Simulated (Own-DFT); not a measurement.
# Same atoms, different arrangement: C36Si36, 72 atoms

Calculated results; nothing here was measured. They come from Own-DFT, an in-house plane-wave density functional program, since retired, whose code no person has reviewed. Each row is one single-point run on a periodic cell that was not relaxed, without spin or spin-orbit coupling.

Settings of every run: PBE; PseudoDojo norm-conserving scalar-relativistic files; cutoff 42 hartree; 4 x 4 x 3 k mesh centred on Gamma; Fermi-Dirac smearing of 0.1 eV.

Known limits, some of them of some rows only: some atoms lie very close together; not probed for a lower state with spin; forces on such cells passed a denser k mesh, each cell not checked; stress not checked against mesh or cutoff.

All cells hold the same atoms in the same cell, with vectors in Å (9.248, 0.000, 0.000); (-4.624, 8.009, 0.000); (0.000, 0.000, 10.068). Every atom was moved at random from its ideal site; u is the rms move along one axis. The defect's site can differ from row to row. E is the free energy of the cell above the lowest run. The arrangements:

- A: 2H SiC
- B: 2H SiC, with one C on a Si site and one Si on a C site, 1.9 Å apart
- C: 4H SiC
- D: 4H SiC, with one C on a Si site and one Si on a C site, 1.9 Å apart

```
arrangement,u (Å),E (eV),P (GPa)
A,0.0296,0.211,3.72
A,0.0304,0.534,3.90
A,0.0306,0.674,3.92
A,0.0580,6.412,5.82
A,0.0632,9.576,6.86
A,0.0639,8.171,6.35
B,0.0282,11.337,7.48
B,0.0314,11.754,7.72
B,0.0341,12.022,7.65
B,0.0471,14.829,8.57
B,0.0514,15.561,8.93
B,0.0530,18.790,9.87
C,0.0285,0.000,3.62
C,0.0306,0.340,3.70
C,0.0322,0.484,3.83
C,0.0547,5.850,5.36
C,0.0607,7.480,6.12
C,0.0615,7.807,6.28
D,0.0277,11.406,7.57
D,0.0281,11.477,7.62
D,0.0289,11.229,7.42
D,0.0499,14.539,8.64
D,0.0508,15.028,8.79
D,0.0509,14.926,8.75
```

Question: once the cost of the random moves is taken out, how do the arrangements rank?

## Worked answer

Fit E = a + b u², with one b for all and one a for each arrangement, and with residuals divided by u², since the noise grows with the moves. Then b = 2518 eV/Å², the scatter at u = 0.04 Å is 0.46 eV, and against A:

- B: 11.15 ± 0.21 eV (higher)
- C: -0.22 ± 0.21 eV (not told apart from A)
- D: 11.11 ± 0.19 eV (higher)

These are energies of unrelaxed cells. Relaxing the atoms lowers the strained arrangements most, so the gaps would shrink and small ones could change sign.
